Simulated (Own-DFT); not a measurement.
Simulation results for GaN (wurtzite, strained, atoms displaced)

Computed with Own-DFT development build. A calculation, not a measurement: plane-wave PBE density functional theory by an unreviewed code, no spin, of a simulated periodic cell, stress positive in tension, free energy of the whole cell less one offset for each atom, forces on such cells passed a denser k mesh, this cell's mesh not checked; offsets are fitted by least squares, one for each functional and potential file, so energies compare only between cells with the same atoms and settings and are not formation energies; the far tail of each file's local potential was reset to the Coulomb form; each entry is a single point on an unrelaxed cell, so the pressure reflects the starting lattice, mostly measured values (interpolated for alloys), from which strain is counted, and rises with the displacements; printed positions are rounded, which can move forces by about a meV/angstrom; the program, named Own-DFT, is a retired in-house code; no spin-orbit coupling.

Common to all runs: functional PBE; potential files PseudoDojo norm-conserving, scalar-relativistic, standard set with the stringent files for Ga; wave cutoff 96 hartree; occupations Gaussian; smearing width 0.01 eV; k mesh 3 x 4 x 3 centred on Gamma.

(1) 
```xyz
96
Lattice="12.7560 0.0000 0.0000 -4.7835 8.2853 0.0000 0.0000 0.0000 10.2663" Properties=species:S:1:pos:R:3:force_x:R:1:force_y:R:1:force_z:R:1 formula=GaN free_energy_of_cell_above_offsets=-3.547 pressure=9.29 stress_xx=-8.73 stress_yy=-8.21 stress_zz=-10.94 stress_yz=0.12 stress_xz=0.27 stress_xy=1.04
Ga     0.0159     1.8218    10.2579     -0.479      1.091       0.73
Ga     1.5239     0.9633     2.5160      1.045     -1.131      1.389
N      0.0330     1.8725     1.9758     -2.355      -0.71     -1.318
N      1.5179     0.8972     4.5071      0.938      0.235     -0.227
Ga     0.0133     1.8317     5.2201     -0.406      0.292     -3.348
Ga     1.5256     0.8583     7.7011      1.131      1.517      0.052
N      0.0321     1.8531     6.9973     -0.934     -1.105      2.779
N      1.5335     0.9766     9.6149       1.02     -1.523      0.097
Ga    -1.4913     4.6150     0.0386     -1.193      -0.59     -1.539
Ga    -0.0817     3.6003     2.5990      1.569      2.033     -0.507
N     -1.5032     4.6588     1.8941     -1.602     -1.507      1.255
N      0.0534     3.8037     4.4609     -1.534     -2.201      0.659
Ga    -1.5570     4.5743     5.1098     -0.557      1.084      0.622
Ga    -0.0284     3.5802     7.7353      0.803      1.405     -1.969
N     -1.5214     4.6085     7.1708     -1.433     -0.298     -2.018
N     -0.0234     3.6692     9.5196      0.688       -0.3       3.45
Ga    -3.1616     7.3023    10.2269     -0.422       0.43      0.036
Ga    -1.6783     6.4363     2.5167      1.069      0.954      0.305
N     -3.2969     7.3773     1.9328       2.44      0.957     -0.994
N     -1.6167     6.5398     4.4557      0.128     -1.709      0.413
Ga    -3.1944     7.3221     5.0982     -0.255      0.975      0.548
Ga    -1.6378     6.4221     7.7283      1.529      0.386      0.354
N     -3.1830     7.3848     7.1433     -0.042     -1.143     -1.435
N     -1.4639     6.4253     9.7004       -1.3      0.607     -0.457
Ga     3.1350     1.8279     0.0402      0.502      0.554     -1.524
Ga     4.8310     0.8816     2.6051     -1.247       0.13     -0.389
N      3.0970     1.7908     1.8818      1.544      0.661      1.898
N      4.7588     0.8982     4.5400     -0.049      1.237     -0.659
Ga     3.1817     1.8784     5.1168      -0.75     -1.952      0.583
Ga     4.7430     0.9636     7.7264      0.411     -0.944      0.211
N      3.1540     1.7630     7.0620     -0.242      1.121      0.361
N      4.7473     0.7811     9.7069     -0.099      4.741     -1.376
Ga     1.5811     4.6322    10.2394     -0.913      0.375      0.683
Ga     3.1790     3.7040     2.5762      0.482     -0.026     -1.397
N      1.5889     4.6710     1.9456     -0.428      -2.31     -0.486
N      3.1904     3.6049     4.4846      0.106      1.169     -0.018
Ga     1.6188     4.5172     5.1007      0.589      2.071      0.992
Ga     3.1196     3.7101     7.7546      0.606      -0.77     -0.264
N      1.5573     4.5552     7.0703       0.07       0.74     -0.046
N      3.1123     3.7878     9.6777      1.825      -1.84     -0.059
Ga     0.1193     7.4274     0.0385     -1.527     -2.616      1.549
Ga     1.6569     6.4107     2.5116     -1.286      0.647      2.162
N      0.0251     7.3441     2.0134      -0.35      0.132     -0.531
N      1.6552     6.4239     4.5672     -0.711      0.123     -0.677
Ga    -0.0279     7.4291     5.1388      0.857     -2.026      -0.22
Ga     1.5892     6.5066     7.6785       -0.1     -1.067     -0.079
N      0.0051     7.3561     7.0406     -0.605      0.516      0.855
N      1.6006     6.5233     9.6788      0.586     -1.287     -1.301
Ga     6.3847     1.7979     0.0795     -1.855      1.182     -1.002
Ga     8.0718     0.9098     2.5796     -2.341     -1.334       0.71
N      6.3696     1.8302     1.9577      0.893     -0.915      0.702
N      7.9876     0.8531     4.5742     -0.349      3.096     -1.468
Ga     6.2849     1.8523     5.1550      1.331      0.637     -0.089
Ga     7.9863     0.9187     7.6730      0.103      0.609      0.649
N      6.4070     1.8132     7.1056     -0.687      0.789     -0.207
N      7.8736     0.9989     9.6700      2.194      -1.71     -0.808
Ga     4.8492     4.6053     0.0416     -1.853      0.381       0.03
Ga     6.4963     3.6028     2.5447     -2.048      1.688      0.181
N      4.8364     4.6469     1.9516      -0.31     -0.854      0.573
N      6.3144     3.7716     4.4354      0.908     -1.641      1.385
Ga     4.7350     4.5778     5.1446      0.236       0.64       0.68
Ga     6.4296     3.7120     7.7390     -0.723     -0.434      0.046
N      4.7828     4.5641     7.2014     -0.352      0.465     -1.616
N      6.3578     3.7242     9.6920      0.345     -1.893       -0.6
Ga     3.1753     7.3674     0.0010      1.146      0.082      0.027
Ga     4.8022     6.5244     2.5870     -0.649     -2.346      0.565
N      3.1936     7.2873     1.9477      0.563      2.094     -0.401
N      4.8195     6.4272     4.5288     -0.964      0.288      0.236
Ga     3.1685     7.4425     5.1550      0.414     -2.869     -0.657
Ga     4.6940     6.5152     7.6733      2.032     -2.203      0.923
N      3.2481     7.4012     7.0302     -1.651      0.356      0.941
N      4.8038     6.4113     9.6220     -0.898      1.116     -0.016
Ga     9.5502     1.8106    10.2554      0.128      0.302     -0.876
Ga    11.0625     0.8794     2.5448      2.448     -0.509      0.573
N      9.5680     1.7790     1.9207     -0.018      0.522     -0.605
N     11.1777     0.9068     4.5010     -0.305      0.229      0.104
Ga     9.5746     1.8741     5.1297      0.072     -1.578       0.84
Ga    11.1916     0.8895     7.7799     -0.339     -0.113     -1.253
N      9.5919     1.8821     7.1034        0.3     -0.965     -0.282
N     11.2079     0.9022     9.6899     -0.997      -0.07     -0.089
Ga     7.9214     4.5797     0.0081      1.428      0.622      0.082
Ga     9.5819     3.5490     2.5271     -0.167      2.738     -0.486
N      7.9445     4.6282     1.9624      1.791     -0.306     -0.187
N      9.5076     3.6004     4.4424      0.926      1.595      0.447
Ga     7.9616     4.6374     5.0809     -0.435     -1.277      0.597
Ga     9.5607     3.7040     7.6797       0.72      0.076      0.762
N      7.9980     4.6258     7.1171     -0.005     -0.056     -1.379
N      9.5806     3.6336     9.6295     -0.044       0.88      0.725
Ga     6.3748     7.3143    10.2572     -0.921      0.619      0.444
Ga     8.0370     6.5185     2.5798       -2.8     -1.804      -0.41
N      6.3105     7.3230     1.9361      1.834      1.256     -0.096
N      7.9497     6.4081     4.4679      0.754       0.75      0.763
Ga     6.3931     7.3199     5.1089     -0.455      0.578      0.657
Ga     7.9707     6.4891     7.5789      1.013     -1.512      2.559
N      6.4130     7.2308     7.1224     -1.913      2.709     -1.347
N      7.8892     6.4660     9.7016      2.381     -1.039     -1.473
```

Units: free_energy_of_cell_above_offsets in eV; pressure, stress_xx, stress_yy, stress_zz, stress_yz, stress_xz, stress_xy in GPa; force_x, force_y, force_z in eV/Å.

(2) 
```xyz
96
Lattice="12.7560 0.0000 0.0000 -4.7835 8.2853 0.0000 0.0000 0.0000 10.2663" Properties=species:S:1:pos:R:3:force_x:R:1:force_y:R:1:force_z:R:1 formula=GaN free_energy_of_cell_above_offsets=-3.798 pressure=9.25 stress_xx=-9.07 stress_yy=-7.17 stress_zz=-11.51 stress_yz=0.13 stress_xz=0.08 stress_xy=-0.68
Ga    -0.0644     1.7988     0.0053      2.413      1.344      -0.47
Ga     1.5550     0.8952     2.4957      1.799      0.014      1.572
N      0.0194     1.7888     1.9204     -0.364      0.316     -0.313
N      1.6873     0.9205     4.5383      -2.02     -0.668     -0.982
Ga    -0.0766     1.7304     5.0616      1.945      1.495      0.867
Ga     1.5408     0.9233     7.7162       1.27     -0.203     -1.156
N     -0.0449     1.8305     7.1312      0.686      -0.16     -1.695
N      1.6483     0.9109     9.5946     -1.357      0.055      1.036
Ga    -1.6597     4.5870    10.2369      2.114      0.559      1.509
Ga    -0.0428     3.5999     2.5812      0.091      1.913     -1.667
N     -1.6168     4.6497     1.9802      0.062     -0.945     -0.641
N      0.0037     3.6230     4.4102      0.263      0.035      2.621
Ga    -1.5222     4.6267     5.1638     -0.697     -0.081     -1.326
Ga     0.0182     3.6199     7.7617     -0.953      0.975     -2.038
N     -1.6685     4.6178     7.0746      1.863      0.484      0.156
N     -0.0470     3.6384     9.5657      0.808      0.102      2.562
Ga    -3.1622     7.3964     0.0517      0.385     -0.824     -1.821
Ga    -1.5976     6.5578     2.5678      1.457     -2.566      0.933
N     -3.0628     7.3515     1.8937     -3.385      0.981       0.73
N     -1.5132     6.4600     4.4703     -1.385      -0.04      1.195
Ga    -3.2678     7.3163     5.1283      2.612      0.804     -0.143
Ga    -1.5876     6.5018     7.7093     -0.032     -0.284     -0.103
N     -3.2830     7.3413     7.0493      1.388      0.535      0.286
N     -1.5254     6.3947     9.6939     -1.416      0.752     -1.409
Ga     3.1692     1.7927     0.0420      0.264      1.066     -1.149
Ga     4.8103     0.9856     2.5067     -0.323     -1.461      0.467
N      3.2066     1.8487     1.9032     -1.053     -0.453      0.745
N      4.8108     0.9136     4.4298      0.016      0.507      0.895
Ga     3.2155     1.8607     5.1446      0.545     -0.182     -0.606
Ga     4.8063     0.9791     7.6039     -0.661     -2.112      2.468
N      3.2850     1.8015     7.0462     -2.836       1.34      0.472
N      4.7122     0.9278     9.7317      1.534      0.207     -2.046
Ga     1.6974     4.4729    10.2202     -2.741      2.143      0.001
Ga     3.1627     3.6244     2.5278      0.207      1.269      0.639
N      1.5750     4.5929     1.8252       0.07     -1.023      1.501
N      3.2212     3.6739     4.4918     -0.174      1.144      0.248
Ga     1.6162     4.6992     5.1634     -0.114     -1.742     -1.195
Ga     3.1361     3.7193     7.7064       1.09     -0.725     -0.852
N      1.5527     4.6042     7.0728     -0.127     -0.203      0.151
N      3.2156     3.7042     9.6040      0.344     -1.858     -0.171
Ga    -0.0392     7.3930     0.0039      1.253     -0.584      0.469
Ga     1.5976     6.3880     2.5061     -1.188      0.525      0.134
N     -0.0515     7.3566     1.9486      1.646       0.77     -0.433
N      1.4627     6.4719     4.4815      4.004     -1.283     -1.031
Ga     0.0785     7.3751     5.1208      -2.78      1.553     -0.431
Ga     1.5782     6.4406     7.6716      0.712      0.803      1.056
N      0.0359     7.3956     6.9969     -0.543     -0.205      1.543
N      1.6601     6.4807     9.6872       -2.8      -1.85     -1.562
Ga     6.4079     1.8832    10.1870     -1.325      0.001      1.291
Ga     8.0108     0.9134     2.6177     -0.835      0.081     -1.336
N      6.3706     1.7650     1.8970      1.486      1.741      0.203
N      8.0017     0.8314     4.5316     -0.365      2.529     -0.338
Ga     6.3753     1.8407     5.1601     -0.291     -1.059      -1.45
Ga     8.0223     1.0242     7.6935      -1.61      -2.01      0.536
N      6.2677     1.8629     7.0234      3.003       0.59      0.857
N      7.9255     0.9367     9.6810      1.649      0.572     -1.372
Ga     4.7187     4.6199    10.2530      1.193      1.052       0.15
Ga     6.3898     3.7599     2.5490     -0.185     -1.813      0.143
N      4.8075     4.5949     1.9378     -0.915      0.487      0.122
N      6.3511     3.6227     4.5564      0.891      1.045     -1.087
Ga     4.8822     4.6286     5.1625     -1.913     -0.334     -0.004
Ga     6.3654     3.6699     7.7057     -1.063      0.384       0.33
N      4.7639     4.6573     7.1223      0.082     -1.506      -1.13
N      6.3365     3.7357     9.6401      0.695     -0.428     -0.155
Ga     3.0388     7.4249     0.0337      3.286      0.003     -0.621
Ga     4.7245     6.4753     2.6067        0.6     -0.906     -1.385
N      3.1745     7.3391     1.9191      0.057      0.525      1.086
N      4.8312     6.4915     4.4982     -0.831     -1.169      0.115
Ga     3.2288     7.3955     5.0782     -1.058     -2.032      1.574
Ga     4.8113     6.4476     7.6120     -0.937       0.33      1.641
N      3.2277     7.3586     7.0770     -0.887      0.861      -0.83
N      4.7873     6.4208     9.5435      0.112      1.314      1.433
Ga     9.6779     1.8609    10.1774     -2.702     -0.813      1.099
Ga    11.1941     0.9258     2.4923     -1.422     -0.456      0.735
N      9.5536     1.8538     1.8602      0.635     -1.417      0.564
N     11.0997     0.9138     4.4949      0.079     -0.502     -0.675
Ga     9.5457     1.8218     5.1621          0      0.963     -0.509
Ga    11.2225     0.8390     7.6571     -1.027      0.052      0.515
N      9.5983     1.8002     7.0946      0.606      0.673     -0.134
N     11.1939     0.9966     9.6456     -0.246     -2.379     -1.268
Ga     7.9851     4.6129    10.2374     -0.172     -0.225      0.363
Ga     9.5537     3.5965     2.5177      0.723      1.784       1.11
N      7.9998     4.5618     1.9470     -0.232      1.081       -0.4
N      9.5080     3.7308     4.5361      0.716     -1.015     -0.149
Ga     7.9178     4.5834     5.1817      0.559      0.148     -0.971
Ga     9.5879     3.6915     7.6129     -0.683     -0.513      1.232
N      7.9138     4.5463     7.0821      0.858      0.694      0.407
N      9.6330     3.6360     9.7161     -2.117      1.011     -2.299
Ga     6.4289     7.4234    10.2598      -1.58     -1.426     -0.362
Ga     7.9803     6.4404     2.6035      0.378     -0.396      -2.06
N      6.3540     7.3412     1.9409      0.635      0.332     -0.027
N      7.9821     6.4797     4.4412     -0.958     -1.041      1.318
Ga     6.3774     7.3377     5.0757      0.571      0.814      0.729
Ga     7.9928     6.4313     7.7222     -0.843     -0.683      -0.42
N      6.3736     7.2947     7.0523      1.157      0.851       -0.7
N      8.0008     6.4720     9.6055      0.335      -0.03      1.111
```

Units: free_energy_of_cell_above_offsets in eV; pressure, stress_xx, stress_yy, stress_zz, stress_yz, stress_xz, stress_xy in GPa; force_x, force_y, force_z in eV/Å.

(3) 
```xyz
96
Lattice="12.7560 0.0000 0.0000 -4.7835 8.2853 0.0000 0.0000 0.0000 10.2663" Properties=species:S:1:pos:R:3:force_x:R:1:force_y:R:1:force_z:R:1 formula=GaN free_energy_of_cell_above_offsets=-3.902 pressure=9.22 stress_xx=-6.63 stress_yy=-7.61 stress_zz=-13.41 stress_yz=0.51 stress_xz=-0.42 stress_xy=0.08
Ga     0.0158     1.8562     0.0489      -0.41     -0.509     -2.205
Ga     1.6617     0.9235     2.3977     -1.972      -0.24      2.344
N      0.0186     1.8192     1.8858     -0.103      0.956      1.931
N      1.5489     0.9290     4.4982      1.727     -0.592      -0.55
Ga     0.0494     1.8760     5.0725     -0.902     -0.601      1.021
Ga     1.6508     0.9092     7.6426     -2.523      0.577      1.241
N     -0.0441     1.8431     7.0217      1.476     -0.237      0.438
N      1.5898     0.8313     9.6632      0.475      2.323      -0.92
Ga    -1.6404     4.7069     0.0620      0.704     -2.205       -0.7
Ga    -0.0002     3.7844     2.5170      0.237     -1.974      1.086
N     -1.5380     4.6854     2.0113     -1.535      -0.77     -0.963
N     -0.0033     3.6813     4.5828      0.027       0.73       -1.9
Ga    -1.5874     4.6200     5.0900     -0.897     -1.795      1.245
Ga     0.0008     3.6965     7.6542     -0.448     -0.428      0.839
N     -1.6059     4.6004     7.0774       0.01      1.129      -0.14
N      0.0054     3.6596     9.6666     -0.065       1.06     -0.193
Ga    -3.1149     7.4122     0.0508     -1.035     -1.764     -0.781
Ga    -1.6574     6.4622     2.6101      0.598      0.945     -0.753
N     -3.1794     7.4033     1.9232     -0.698     -1.191      1.193
N     -1.5844     6.3746     4.5119      0.014      1.909      0.128
Ga    -3.1389     7.3718     5.1422      -0.82      0.386     -0.167
Ga    -1.6556     6.4910     7.6955      1.432     -1.425       0.66
N     -3.2077     7.3812     7.1456     -0.068     -0.169     -1.715
N     -1.5482     6.4369     9.6958     -0.415      0.936     -1.163
Ga     3.2065     1.8125    10.2518     -1.167      0.539      1.041
Ga     4.8318     0.9003     2.5832     -0.181      1.365     -2.428
N      3.1413     1.8505     2.0377       2.42      1.271      -1.72
N      4.7872     0.8810     4.3954     -0.538      0.298      2.731
Ga     3.2336     1.9110     5.0724     -1.209     -0.638     -0.177
Ga     4.7126     0.9358     7.6533      1.274     -0.014      1.247
N      3.1382     1.8589     7.1131      1.287     -0.255     -1.716
N      4.7256     0.8959     9.7267      1.169      0.087     -1.927
Ga     1.6538     4.5878    10.2652     -1.441      0.388     -0.083
Ga     3.1670     3.7423     2.5620      0.035     -0.836     -0.316
N      1.5563     4.6463     1.9684      1.065      0.491     -0.569
N      3.2321     3.6994     4.4402     -0.682      0.611      1.422
Ga     1.4832     4.6923     5.1385      1.668     -1.444       0.03
Ga     3.1676     3.6285     7.6826     -0.171      1.881      0.154
N      1.5936     4.6339     7.0444      0.175      0.155      0.566
N      3.1808     3.6621     9.6256       0.23     -0.262      -0.02
Ga    -0.0139     7.3763     0.0701      0.593     -0.509     -1.271
Ga     1.5969     6.4734     2.6881      -0.61      0.338     -4.286
N     -0.0273     7.4309     1.9037      0.158     -1.414      2.207
N      1.6870     6.4266     4.4414     -1.776      0.627      3.076
Ga    -0.0643     7.4067     5.1087      0.953     -0.793      0.379
Ga     1.6406     6.4850     7.7413     -0.456     -0.572     -0.653
N      0.0229     7.4029     7.0638     -0.427      -0.37     -0.284
N      1.6176     6.4900     9.6305     -1.721     -1.279     -0.018
Ga     6.3814     1.7978    10.1885      0.258      0.885      1.082
Ga     8.0269     0.8856     2.6307     -0.867       0.85      -2.01
N      6.4005     1.8909     1.9503      0.197     -0.693     -0.476
N      8.0130     0.8785     4.4453     -0.546     -0.482      2.705
Ga     6.2856     1.7918     5.1564      2.116      0.954     -1.216
Ga     7.9817     0.9151     7.6611      1.349      0.472      0.001
N      6.4012     1.8374     7.0406     -0.975      0.002      0.951
N      8.0273     0.8932     9.6107     -0.887      0.119      0.024
Ga     4.7473     4.6027     0.0210      0.412     -0.146     -1.226
Ga     6.3747     3.7345     2.5441       0.86     -0.841      0.506
N      4.7867     4.5566     1.8825     -0.612      0.809      0.945
N      6.4603     3.6789     4.5290      -1.39     -0.154     -0.213
Ga     4.7838     4.6512     5.1676      0.519     -1.893     -1.342
Ga     6.3033     3.7288     7.7292      0.969      -0.32     -0.564
N      4.7389     4.6010     7.0182      0.137      0.236      1.436
N      6.3350     3.7430     9.6380      0.646     -1.045     -0.057
Ga     3.1017     7.3210    10.2573      2.253      1.125     -0.915
Ga     4.7447     6.4135     2.4706     -0.203      0.418      0.269
N      3.0814     7.4066     1.8281      1.258     -0.658        2.3
N      4.8139     6.3481     4.4371     -0.013      2.013     -0.139
Ga     3.1990     7.2711     5.1444      1.229      1.394     -0.084
Ga     4.8463     6.5027     7.6674      -0.43     -1.671      1.428
N      3.2737     7.3012     7.0954     -1.261      1.145     -0.854
N      4.7851     6.4112     9.6416     -0.202      0.588     -0.128
Ga     9.5326     1.8499     0.0886      0.998      -0.33      -1.84
Ga    11.2237     0.9293     2.5818     -0.447     -0.156      0.072
N      9.6057     1.8769     1.9823      0.129       -1.3     -0.308
N     11.1359     0.9669     4.5540      2.026     -1.861     -1.494
Ga     9.6359     1.7949     5.1438     -1.955       1.59      0.578
Ga    11.1954     0.8658     7.7036     -0.028      1.492      0.144
N      9.7060     1.8864     7.0744     -2.026     -0.521      0.057
N     11.1908     0.9411     9.5927     -0.549     -0.668       1.65
Ga     8.0644     4.6085    10.2032     -2.177      0.785      0.731
Ga     9.5694     3.6519     2.5302     -0.237      1.478      1.307
N      7.9947     4.6186     1.8839      0.051      0.245      0.493
N      9.5872     3.6617     4.4966     -0.311      0.436     -0.041
Ga     7.9622     4.6653     5.2030       0.86     -1.917     -1.299
Ga     9.5315     3.7526     7.7476      1.413     -1.337     -2.187
N      8.0124     4.5781     7.0628     -1.676      1.391      0.795
N      9.5037     3.6814     9.5499      1.804     -0.511      2.884
Ga     6.3876     7.3013     0.0880      0.332      0.855     -3.102
Ga     7.8703     6.4525     2.6681      1.795     -0.702     -3.357
N      6.4046     7.3292     1.8890     -1.184      0.823      2.557
N      7.9740     6.4118     4.4472      0.517      1.023      2.896
Ga     6.4029     7.3404     5.1198     -0.586      0.665     -0.771
Ga     7.9092     6.5243     7.6372      1.343     -1.745      2.061
N      6.3819     7.3605     7.0370     -0.179      0.157     -0.649
N      8.0202     6.4550     9.6703     -0.178      0.289     -0.961
```

Units: free_energy_of_cell_above_offsets in eV; pressure, stress_xx, stress_yy, stress_zz, stress_yz, stress_xz, stress_xy in GPa; force_x, force_y, force_z in eV/Å.
